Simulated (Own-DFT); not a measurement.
Hf$_{32}$O$_{63}$ (monoclinic hafnia with one vacancy, atoms displaced) (calculated)

A calculation, not a measurement: plane-wave density functional theory by an unreviewed code, no spin, of a simulated periodic cell, stress positive in tension, run twice, with PBE and with PBEsol, both on files made for PBE, so the change isn't that of files made for PBEsol, defect cell not probed for a lower state with spin; hafnium file: forces about 75 meV/angstrom off all-electron values; oxygen file: force components 24 meV/angstrom off all-electron in one glass; forces on such cells passed a denser k mesh, this cell's mesh not checked; the far tail of each file's local potential was reset to the Coulomb form; each entry is a single point on an unrelaxed cell, so the pressure reflects the starting lattice, mostly measured values (interpolated for alloys), from which strain is counted, and rises with the displacements; printed positions are rounded, which can move forces by about a meV/angstrom; the program, named Own-DFT, is a retired in-house code; no spin-orbit coupling; stress was not checked against mesh or cutoff. Program: Own-DFT development build.

Settings shared by all entries: functional PBE, then PBEsol; potential files PseudoDojo norm-conserving, scalar-relativistic, standard set; wave cutoff 72 hartree; occupations Fermi-Dirac; smearing width 0.1 eV; k mesh 2 x 2 x 2 centred on Gamma.

(1) Hf$_{32}$O$_{63}$ (monoclinic hafnia with one vacancy, atoms displaced)

```cif
# cell vector a (Å): 10.2340 0.0000 0.0000
# cell vector b (Å): 0.0000 10.3500 0.0000
# cell vector c (Å): -1.6955 0.0000 10.4453
data_Hf32O63
_symmetry_space_group_name_H-M 'P 1'
_symmetry_Int_Tables_number 1
_cell_length_a 10.2340
_cell_length_b 10.3500
_cell_length_c 10.5820
_cell_angle_alpha 90.000
_cell_angle_beta 99.220
_cell_angle_gamma 90.000
_cell_volume 1106.39
loop_
_atom_site_label
_atom_site_type_symbol
_atom_site_fract_x
_atom_site_fract_y
_atom_site_fract_z
_atom_site_occupancy
Hf1 Hf 0.14142 0.99685 0.11233 1
Hf2 Hf 0.35406 0.28929 0.15439 1
Hf3 Hf 0.36848 0.47698 0.40698 1
Hf4 Hf 0.15016 0.22796 0.34961 1
O1 O 0.03745 0.17208 0.17051 1
O2 O 0.47023 0.41546 0.06653 1
O3 O 0.46998 0.31914 0.33208 1
O4 O 0.02976 0.09720 0.42723 1
O5 O 0.23244 0.37306 0.24827 1
O6 O 0.27400 0.12088 0.01529 1
O7 O 0.27805 0.12741 0.26223 1
O8 O 0.22669 0.36958 0.50121 1
Hf5 Hf 0.15020 0.01227 0.61314 1
Hf6 Hf 0.35211 0.27128 0.62719 1
Hf7 Hf 0.35948 0.47615 0.90426 1
Hf8 Hf 0.13961 0.23211 0.86321 1
O9 O 0.04176 0.17197 0.67752 1
O10 O 0.45767 0.39707 0.58456 1
O11 O 0.46167 0.33410 0.83349 1
O12 O 0.03579 0.07305 0.91450 1
O13 O 0.22550 0.38650 0.73973 1
O14 O 0.26514 0.13458 0.51050 1
O15 O 0.28255 0.11771 0.75175 1
O16 O 0.21993 0.37231 0.98655 1
Hf9 Hf 0.13349 0.52878 0.10420 1
Hf10 Hf 0.36259 0.76868 0.14851 1
Hf11 Hf 0.36008 0.97487 0.39757 1
Hf12 Hf 0.14348 0.73626 0.34973 1
O17 O 0.02241 0.66563 0.17233 1
O18 O 0.47382 0.91001 0.08305 1
O19 O 0.46020 0.83379 0.32263 1
O20 O 0.04100 0.59828 0.40333 1
O21 O 0.22883 0.87833 0.24202 1
O22 O 0.25765 0.61500 0.01233 1
O23 O 0.28391 0.60844 0.25594 1
O24 O 0.21718 0.86602 0.48615 1
Hf13 Hf 0.14552 0.51785 0.59674 1
Hf14 Hf 0.36745 0.77374 0.64031 1
Hf15 Hf 0.37333 0.98641 0.90088 1
Hf16 Hf 0.14083 0.73835 0.87202 1
O25 O 0.02836 0.66300 0.66976 1
O26 O 0.45608 0.91399 0.56063 1
O27 O 0.45126 0.82675 0.82416 1
O28 O 0.03009 0.57047 0.92355 1
O29 O 0.21981 0.87121 0.73982 1
O30 O 0.28460 0.63254 0.50025 1
O31 O 0.22012 0.86837 0.98463 1
Hf17 Hf 0.62354 0.02791 0.09174 1
Hf18 Hf 0.86645 0.27681 0.13739 1
Hf19 Hf 0.85774 0.47597 0.39896 1
Hf20 Hf 0.64865 0.22131 0.35818 1
O32 O 0.52708 0.16140 0.16735 1
O33 O 0.96665 0.39948 0.08095 1
O34 O 0.96666 0.33919 0.32978 1
O35 O 0.53687 0.08389 0.42930 1
O36 O 0.73203 0.38426 0.22851 1
O37 O 0.79705 0.12998 0.01937 1
O38 O 0.76945 0.10630 0.27137 1
O39 O 0.72585 0.36045 0.49003 1
Hf21 Hf 0.64086 0.00851 0.60154 1
Hf22 Hf 0.86538 0.27019 0.64813 1
Hf23 Hf 0.86496 0.48003 0.89378 1
Hf24 Hf 0.62966 0.24690 0.84049 1
O40 O 0.52893 0.17320 0.67278 1
O41 O 0.96887 0.41206 0.57756 1
O42 O 0.96435 0.33390 0.82555 1
O43 O 0.52994 0.10162 0.93184 1
O44 O 0.71055 0.37241 0.73808 1
O45 O 0.77328 0.13560 0.51776 1
O46 O 0.77747 0.11806 0.76201 1
O47 O 0.71986 0.38027 0.99698 1
Hf25 Hf 0.65002 0.51314 0.08772 1
Hf26 Hf 0.86481 0.77398 0.14290 1
Hf27 Hf 0.86594 0.98753 0.40905 1
Hf28 Hf 0.63728 0.70575 0.35654 1
O48 O 0.54574 0.67125 0.16403 1
O49 O 0.96401 0.92596 0.08401 1
O50 O 0.96582 0.84098 0.32434 1
O51 O 0.52750 0.57383 0.42612 1
O52 O 0.70957 0.85903 0.24101 1
O53 O 0.78084 0.62874 0.00365 1
O54 O 0.76561 0.61850 0.25911 1
O55 O 0.73607 0.88346 0.49328 1
Hf29 Hf 0.63060 0.52216 0.60370 1
Hf30 Hf 0.86296 0.77602 0.65942 1
Hf31 Hf 0.86289 0.98725 0.89610 1
Hf32 Hf 0.63828 0.73122 0.84889 1
O56 O 0.52096 0.66187 0.67708 1
O57 O 0.95777 0.90758 0.56887 1
O58 O 0.96036 0.83085 0.81956 1
O59 O 0.53888 0.58355 0.93211 1
O60 O 0.72436 0.87233 0.74701 1
O61 O 0.77368 0.62124 0.50831 1
O62 O 0.77158 0.62232 0.75216 1
O63 O 0.73371 0.86792 0.00230 1
```

| Item | Value |
| --- | --- |
| PBE pressure | 9.12 GPa |
| PBE stress xx | -8.86 GPa |
| PBE stress yy | -9.03 GPa |
| PBE stress zz | -9.48 GPa |
| PBE stress yz | 1.36 GPa |
| PBE stress xz | -0.31 GPa |
| PBE stress xy | -1.93 GPa |
| PBEsol pressure | 2.71 GPa |
| PBEsol stress xx | -2.4 GPa |
| PBEsol stress yy | -2.68 GPa |
| PBEsol stress zz | -3.04 GPa |
| PBEsol stress yz | 1.3 GPa |
| PBEsol stress xz | 0.01 GPa |
| PBEsol stress xy | -1.92 GPa |
| rms change of force components from PBE to PBEsol | 0.067 eV/Å |

Force:
```csv
force element,PBE force x (eV/Å),PBE force y (eV/Å),PBE force z (eV/Å),PBEsol force x (eV/Å),PBEsol force y (eV/Å),PBEsol force z (eV/Å)
Hf,-1.299,6.029,-1.891,-1.273,5.911,-1.886
Hf,3.833,-4.166,-1.921,3.743,-4.067,-1.826
Hf,-2.308,-1.726,-2.138,-2.271,-1.715,-2.063
Hf,-4.471,-0.264,0.354,-4.347,-0.308,0.325
O,1.505,-1.448,0.308,1.463,-1.383,0.362
O,-1.223,-0.83,1.936,-1.231,-0.784,1.803
O,-0.869,2.009,0.307,-0.875,1.95,0.234
O,0.875,-0.397,0.477,0.863,-0.416,0.497
O,-1.681,2.42,0.287,-1.564,2.318,0.289
O,0.024,0.43,-0.38,-0.022,0.403,-0.396
O,0.613,-1.788,0.104,0.529,-1.715,0.12
O,-0.92,1.075,-3.109,-0.829,1.058,-3.009
Hf,-3.09,1.747,-1.268,-2.978,1.769,-1.252
Hf,-2.065,-4.109,6.463,-2.045,-3.995,6.337
Hf,0.785,0.605,-2.126,0.824,0.406,-1.924
Hf,-0.288,-2.071,-1.723,-0.304,-2.073,-1.724
O,0.159,-0.905,-0.191,0.149,-0.852,-0.129
O,4.948,5.775,-1.922,4.821,5.663,-1.938
O,-0.545,0.514,-0.609,-0.514,0.504,-0.612
O,0.922,0.571,0.221,0.87,0.554,0.254
O,0.014,0.015,0.327,0.067,0.016,0.297
O,0.975,-2.148,-1.107,0.897,-2.076,-1.072
O,-0.207,-0.456,1.586,-0.262,-0.458,1.529
O,-0.129,0.101,1.489,-0.056,0.119,1.437
Hf,-2.066,-2.398,1.878,-2.003,-2.275,1.787
Hf,3.51,-1.711,0.254,3.456,-1.62,0.321
Hf,1.027,2.118,-2.015,1.023,1.997,-1.946
Hf,-2.195,-1.27,0.233,-2.168,-1.289,0.229
O,2.853,-1.051,-0.864,2.803,-1.016,-0.808
O,-2.045,-0.224,-1.782,-1.996,-0.188,-1.78
O,0.045,-0.838,0.57,-0.01,-0.827,0.489
O,-1.327,-2.476,2.048,-1.252,-2.389,2.027
O,0.185,-0.812,-0.03,0.23,-0.795,-0.036
O,2.222,2.723,-0.549,2.078,2.656,-0.55
O,-0.543,1.205,-0.214,-0.593,1.193,-0.219
O,0.615,1.492,0.917,0.673,1.46,0.89
Hf,-2.568,2.041,1.217,-2.565,1.918,1.087
Hf,-3.435,-0.842,0.806,-3.275,-0.706,0.759
Hf,-1.895,0.45,-0.696,-1.851,0.435,-0.647
Hf,-1.199,-3.684,-5.347,-1.25,-3.547,-5.178
O,1.07,-0.768,0.284,1.025,-0.728,0.302
O,1.525,-0.195,2.561,1.454,-0.183,2.445
O,1.641,0.65,0.584,1.6,0.625,0.494
O,0.901,1.89,0.03,0.873,1.822,0.113
O,0.151,0.017,0.188,0.187,0.027,0.175
O,0.073,-0.484,1.214,0.028,-0.491,1.184
O,1.447,1.456,2.75,1.435,1.417,2.688
Hf,3.696,-0.649,4.664,3.546,-0.584,4.548
Hf,-2.171,-3.847,3.977,-2.114,-3.707,3.896
Hf,1.897,-0.163,-1.592,1.836,-0.23,-1.56
Hf,-1.068,-0.356,-1.596,-1.039,-0.419,-1.533
O,-0.319,1.087,1.01,-0.282,1.049,1.005
O,3.294,4.763,-2.752,3.194,4.67,-2.735
O,0.511,-0.13,-0.089,0.469,-0.123,-0.129
O,-0.576,-0.583,-0.121,-0.538,-0.591,-0.069
O,-0.748,-1.307,2.076,-0.644,-1.262,2.01
O,-1.691,-0.522,-1.54,-1.656,-0.524,-1.491
O,-0.287,1.255,-1.325,-0.363,1.239,-1.232
O,-0.32,1.916,0.28,-0.237,1.855,0.265
Hf,-0.082,2.768,-0.283,-0.027,2.747,-0.351
Hf,0.885,-0.569,-0.357,0.878,-0.53,-0.34
Hf,-0.995,-0.257,-0.004,-0.963,-0.269,0.045
Hf,-0.569,-2.35,1.173,-0.589,-2.295,1.058
O,1.145,-1.8,-0.3,1.12,-1.686,-0.236
O,0.127,0.834,-0.287,0.114,0.821,-0.32
O,-0.39,0.044,0.737,-0.381,0.033,0.683
O,0.063,-0.783,-1.753,0.025,-0.831,-1.645
O,1.606,2.248,-0.948,1.591,2.167,-0.921
O,0.124,-1.312,0.342,0.059,-1.291,0.314
O,-0.584,-0.027,-0.468,-0.601,-0.033,-0.461
O,2.169,-2.95,-3.831,2.166,-2.836,-3.719
Hf,-2.273,3.386,4.364,-2.194,3.336,4.228
Hf,-3.776,1.34,2.515,-3.701,1.373,2.478
Hf,0.966,-1.167,-3.281,0.943,-1.172,-3.168
Hf,1.845,5.024,-3.475,1.855,4.867,-3.486
O,-2.773,-0.305,0.692,-2.713,-0.261,0.76
O,0.436,-0.809,-0.518,0.44,-0.783,-0.549
O,0.794,0.049,-0.271,0.786,0.015,-0.309
O,1.059,0.334,0.84,1.034,0.303,0.889
O,1.015,0.818,0.16,1.04,0.744,0.144
O,0.585,0.071,-0.516,0.5,0.042,-0.504
O,1.557,-1.105,0.464,1.433,-1.08,0.473
O,-3.271,-1.969,1.141,-3.139,-1.855,1.174
Hf,1.311,-1.28,0.903,1.301,-1.2,0.858
Hf,1.934,-2.011,-3.911,1.917,-1.909,-3.769
Hf,-0.357,0.219,1.154,-0.339,0.21,1.151
Hf,-0.569,-0.661,2.786,-0.517,-0.693,2.689
O,1.92,-1.252,-0.49,1.886,-1.181,-0.454
O,2.98,0.97,2.68,2.875,0.965,2.586
O,0.768,1.025,3.09,0.746,0.982,2.962
O,-0.824,1.298,-2.965,-0.783,1.234,-2.838
O,-1.556,0.94,-0.318,-1.448,0.885,-0.311
O,-1.174,0.224,0.648,-1.235,0.179,0.593
O,-0.936,-1.161,0.574,-0.984,-1.113,0.563
O,-0.927,0.442,-2.795,-0.825,0.416,-2.714
```

(2) Hf$_{32}$O$_{63}$ (monoclinic hafnia with one vacancy, atoms displaced)

```cif
# cell vector a (Å): 10.2340 0.0000 0.0000
# cell vector b (Å): 0.0000 10.3500 0.0000
# cell vector c (Å): -1.6955 0.0000 10.4453
data_Hf32O63
_symmetry_space_group_name_H-M 'P 1'
_symmetry_Int_Tables_number 1
_cell_length_a 10.2340
_cell_length_b 10.3500
_cell_length_c 10.5820
_cell_angle_alpha 90.000
_cell_angle_beta 99.220
_cell_angle_gamma 90.000
_cell_volume 1106.39
loop_
_atom_site_label
_atom_site_type_symbol
_atom_site_fract_x
_atom_site_fract_y
_atom_site_fract_z
_atom_site_occupancy
Hf1 Hf 0.13825 0.03620 0.11000 1
Hf2 Hf 0.36594 0.26293 0.14924 1
Hf3 Hf 0.36106 0.48392 0.38975 1
Hf4 Hf 0.13788 0.22471 0.36240 1
O1 O 0.04103 0.17282 0.17010 1
O2 O 0.45553 0.41409 0.06942 1
O3 O 0.45360 0.34639 0.31702 1
O4 O 0.04677 0.08529 0.42374 1
O5 O 0.21756 0.38375 0.23458 1
O6 O 0.28984 0.12647 0.00539 1
O7 O 0.28434 0.12923 0.26506 1
O8 O 0.20634 0.36834 0.48686 1
Hf5 Hf 0.13014 0.01727 0.59961 1
Hf6 Hf 0.36772 0.27848 0.64447 1
Hf7 Hf 0.37194 0.47661 0.89232 1
Hf8 Hf 0.13897 0.22483 0.85773 1
O9 O 0.04071 0.17143 0.65803 1
O10 O 0.46689 0.41299 0.57782 1
O11 O 0.45185 0.33484 0.82995 1
O12 O 0.03292 0.08363 0.91106 1
O13 O 0.23209 0.38684 0.74024 1
O14 O 0.26963 0.12623 0.51729 1
O15 O 0.27713 0.11217 0.75415 1
O16 O 0.21748 0.35798 0.98776 1
Hf9 Hf 0.13723 0.50951 0.10228 1
Hf10 Hf 0.36357 0.77541 0.14690 1
Hf11 Hf 0.36691 0.96390 0.39076 1
Hf12 Hf 0.14093 0.72726 0.34272 1
O17 O 0.02578 0.66607 0.17200 1
O18 O 0.45562 0.91665 0.08040 1
O19 O 0.45161 0.83659 0.31652 1
O20 O 0.03910 0.59718 0.42852 1
O21 O 0.23224 0.85960 0.24591 1
O22 O 0.27627 0.63197 0.01553 1
O23 O 0.27175 0.61658 0.26248 1
O24 O 0.22250 0.85298 0.50109 1
Hf13 Hf 0.13901 0.53221 0.59207 1
Hf14 Hf 0.37545 0.76994 0.66810 1
Hf15 Hf 0.34981 0.99223 0.89727 1
Hf16 Hf 0.14098 0.72737 0.85708 1
O25 O 0.03485 0.66487 0.67261 1
O26 O 0.45380 0.91057 0.57715 1
O27 O 0.46820 0.83019 0.82074 1
O28 O 0.03822 0.58136 0.91451 1
O29 O 0.22473 0.87112 0.72130 1
O30 O 0.26755 0.63648 0.51939 1
O31 O 0.27768 0.62780 0.75498 1
O32 O 0.23884 0.87643 0.98157 1
Hf17 Hf 0.63389 0.01346 0.09882 1
Hf18 Hf 0.86240 0.25726 0.15138 1
Hf19 Hf 0.85699 0.48085 0.38695 1
Hf20 Hf 0.63617 0.22751 0.34805 1
O33 O 0.52505 0.17112 0.17060 1
O34 O 0.97169 0.32683 0.33429 1
O35 O 0.53433 0.07902 0.43361 1
O36 O 0.72016 0.37056 0.24421 1
O37 O 0.77828 0.12412 0.99905 1
O38 O 0.78498 0.13054 0.26214 1
O39 O 0.72612 0.37371 0.48796 1
Hf21 Hf 0.64661 0.00667 0.60417 1
Hf22 Hf 0.85667 0.26945 0.64257 1
Hf23 Hf 0.87859 0.46186 0.88521 1
Hf24 Hf 0.63048 0.21964 0.85088 1
O40 O 0.53063 0.16153 0.67876 1
O41 O 0.96294 0.41356 0.58114 1
O42 O 0.97124 0.33734 0.85262 1
O43 O 0.53949 0.08882 0.91898 1
O44 O 0.71686 0.37741 0.73689 1
O45 O 0.77468 0.12214 0.51263 1
O46 O 0.77516 0.12721 0.76309 1
O47 O 0.72113 0.37307 0.00134 1
Hf25 Hf 0.62958 0.52061 0.11716 1
Hf26 Hf 0.87523 0.77700 0.13463 1
Hf27 Hf 0.85650 0.97608 0.39290 1
Hf28 Hf 0.66048 0.73844 0.35740 1
O48 O 0.53460 0.65974 0.17572 1
O49 O 0.96202 0.91805 0.08456 1
O50 O 0.97277 0.84124 0.33081 1
O51 O 0.54705 0.59949 0.43240 1
O52 O 0.72895 0.86840 0.23889 1
O53 O 0.76342 0.63430 0.01085 1
O54 O 0.77885 0.63735 0.26801 1
O55 O 0.72477 0.86871 0.48301 1
Hf29 Hf 0.63111 0.52173 0.60730 1
Hf30 Hf 0.86599 0.75716 0.63967 1
Hf31 Hf 0.85219 0.97403 0.90417 1
Hf32 Hf 0.62607 0.71671 0.84155 1
O56 O 0.53387 0.68599 0.66942 1
O57 O 0.96676 0.91034 0.56667 1
O58 O 0.97051 0.83356 0.83461 1
O59 O 0.51898 0.58498 0.92679 1
O60 O 0.72682 0.88556 0.72825 1
O61 O 0.77441 0.61861 0.50441 1
O62 O 0.77339 0.63642 0.77308 1
O63 O 0.72270 0.88395 0.98466 1
```

| Quantity | Value |
| --- | --- |
| PBE pressure | 10.87 GPa |
| PBE stress xx | -11.79 GPa |
| PBE stress yy | -12.02 GPa |
| PBE stress zz | -8.8 GPa |
| PBE stress yz | -0.44 GPa |
| PBE stress xz | 0.67 GPa |
| PBE stress xy | 2.38 GPa |
| PBEsol pressure | 4.46 GPa |
| PBEsol stress xx | -5.36 GPa |
| PBEsol stress yy | -5.61 GPa |
| PBEsol stress zz | -2.4 GPa |
| PBEsol stress yz | -0.44 GPa |
| PBEsol stress xz | 0.95 GPa |
| PBEsol stress xy | 2.29 GPa |
| rms change of force components from PBE to PBEsol | 0.074 eV/Å |

Force:
```csv
force element,PBE force x (eV/Å),PBE force y (eV/Å),PBE force z (eV/Å),PBEsol force x (eV/Å),PBEsol force y (eV/Å),PBEsol force z (eV/Å)
Hf,0.884,-2.749,-1.526,0.858,-2.615,-1.525
Hf,-3.037,3.475,-1.65,-2.956,3.425,-1.58
Hf,-1.141,1.181,1.274,-1.127,1.104,1.223
Hf,2.285,1.436,0.657,2.227,1.363,0.656
O,-0.368,0.02,-0.404,-0.37,0.014,-0.348
O,0.752,-0.259,1.53,0.735,-0.226,1.445
O,2.464,-1.256,1.054,2.363,-1.239,0.977
O,-3.364,-2.078,-1.394,-3.259,-2.016,-1.298
O,0.109,-0.907,0.618,0.158,-0.85,0.572
O,-2.063,0.697,1.452,-2.063,0.654,1.399
O,-0.816,-1.756,-0.798,-0.857,-1.694,-0.815
O,2.217,1.101,0.078,2.202,1.067,0.062
Hf,3.123,-0.934,0.776,3.077,-0.848,0.724
Hf,-3.296,-2.84,0.159,-3.224,-2.74,0.213
Hf,-5.615,1.007,0.334,-5.463,0.922,0.357
Hf,1.558,0.666,-2.685,1.54,0.592,-2.603
O,-1.978,1.327,1.768,-1.932,1.278,1.767
O,0.729,1.681,-1.139,0.718,1.657,-1.132
O,3.628,-3.07,-0.984,3.525,-2.998,-1.027
O,0.277,-0.571,2.248,0.303,-0.516,2.262
O,-0.905,-0.535,-0.771,-0.787,-0.529,-0.751
O,1.24,0.926,-0.572,1.112,0.926,-0.547
O,-0.799,1.158,1.162,-0.842,1.118,1.167
O,-0.099,0.88,0.924,-0.076,0.857,0.905
Hf,0.389,1.192,-0.938,0.614,1.283,-0.894
Hf,-0.404,-2.966,-1.871,-0.406,-2.818,-1.791
Hf,-3.172,2.849,4.725,-3.072,2.73,4.649
Hf,-0.69,0.838,4.208,-0.661,0.797,4.124
O,1.773,-1.86,-0.752,1.744,-1.771,-0.686
O,3.304,2.131,-0.22,3.216,2.089,-0.245
O,5.075,-2.407,0.757,4.898,-2.347,0.679
O,-2.74,-1.512,-1.672,-2.639,-1.496,-1.586
O,-1.833,3.629,-2.361,-1.703,3.499,-2.275
O,-0.861,-0.407,-0.052,-0.921,-0.396,-0.034
O,0.743,-0.259,-0.499,0.655,-0.257,-0.48
O,0.207,1.848,-3.073,0.256,1.793,-2.998
Hf,0.045,-2.11,2.632,0.067,-1.993,2.538
Hf,-7.424,1.216,-6.634,-7.29,1.242,-6.473
Hf,2.537,-2.468,-3.153,2.418,-2.414,-3.033
Hf,0.879,0.549,-1.056,0.861,0.496,-1.074
O,-0.872,0.403,0.428,-0.852,0.428,0.441
O,2.853,1.762,-1.033,2.781,1.716,-1.058
O,0.52,3.15,4.885,0.52,3.002,4.679
O,-0.465,-0.962,0.87,-0.457,-0.978,0.884
O,-1.962,1.465,3.547,-1.866,1.429,3.449
O,2.66,-1.74,-2.116,2.492,-1.707,-2.072
O,-0.524,-1.304,1.793,-0.569,-1.242,1.74
O,-2.686,-0.798,0.951,-2.535,-0.779,0.915
Hf,-0.514,0.006,-0.341,-0.491,0.017,-0.398
Hf,-0.379,3.345,-2.035,-0.493,3.135,-1.853
Hf,1.838,-0.465,1.764,1.74,-0.483,1.792
Hf,-1.05,0.119,2.201,-0.985,0.083,2.1
O,3.875,-2.53,0.587,3.759,-2.429,0.624
O,-2.082,1.141,-1.039,-2.033,1.076,-1.058
O,0.623,1.032,-2.098,0.613,0.96,-2.016
O,0.292,1.132,-0.022,0.331,1.088,-0.006
O,-0.28,0.859,2.516,-0.321,0.808,2.442
O,-1.517,-1.98,0.001,-1.504,-1.865,-0.024
O,-0.887,-0.924,-0.406,-0.791,-0.892,-0.397
Hf,-3.333,3.158,-0.345,-3.228,3.135,-0.371
Hf,1.021,-0.207,-0.7,0.976,-0.162,-0.716
Hf,-7.809,9.241,4.271,-7.681,9.079,4.066
Hf,1.964,3.642,-0.354,1.93,3.472,-0.391
O,0.532,-0.307,-0.581,0.52,-0.249,-0.49
O,-0.477,0.525,-0.398,-0.494,0.498,-0.456
O,5.478,-8.426,-3.617,5.392,-8.25,-3.568
O,-2.492,-3.101,2.259,-2.418,-3.027,2.249
O,0.633,0.386,-0.043,0.69,0.367,-0.064
O,0.439,0.647,-0.649,0.375,0.622,-0.626
O,0.423,-0.762,-0.359,0.335,-0.74,-0.344
O,1.018,-1.242,-0.63,1.053,-1.233,-0.593
Hf,2.018,-0.608,-2.939,1.951,-0.543,-2.917
Hf,-4.251,-4.082,1.783,-4.171,-3.946,1.805
Hf,2.983,0.293,0.543,2.909,0.203,0.566
Hf,-4.317,-3.034,-1.258,-4.151,-3.032,-1.242
O,-1.126,1.567,0.93,-1.079,1.523,0.924
O,3.233,3.908,-1.168,3.126,3.811,-1.2
O,-0.845,0.285,-1.158,-0.854,0.265,-1.169
O,-2.168,-1.306,-0.644,-2.077,-1.309,-0.574
O,-0.276,2.941,-1.235,-0.209,2.84,-1.168
O,-0.297,0.391,0.899,-0.362,0.414,0.889
O,1.223,-2.67,-0.598,1.12,-2.599,-0.537
O,0.267,0.948,1.397,0.327,0.939,1.352
Hf,1.191,0.358,-0.869,1.169,0.376,-0.914
Hf,0.839,1.151,1.705,0.828,1.148,1.689
Hf,2.973,1.021,-4.13,2.869,0.98,-4.004
Hf,1.416,1.445,5.337,1.364,1.377,5.173
O,4.926,-5.375,-1.425,4.825,-5.256,-1.287
O,-2.16,-0.756,0.258,-2.113,-0.718,0.183
O,-0.734,0.109,-0.295,-0.715,0.076,-0.318
O,3.18,1.875,-0.281,3.107,1.805,-0.255
O,0.827,-2.171,2.077,0.845,-2.115,2.008
O,0.972,1.127,1.645,0.902,1.116,1.581
O,1.582,-1.918,-2.793,1.486,-1.848,-2.756
O,-1.908,-1.624,0.76,-1.782,-1.523,0.767
```
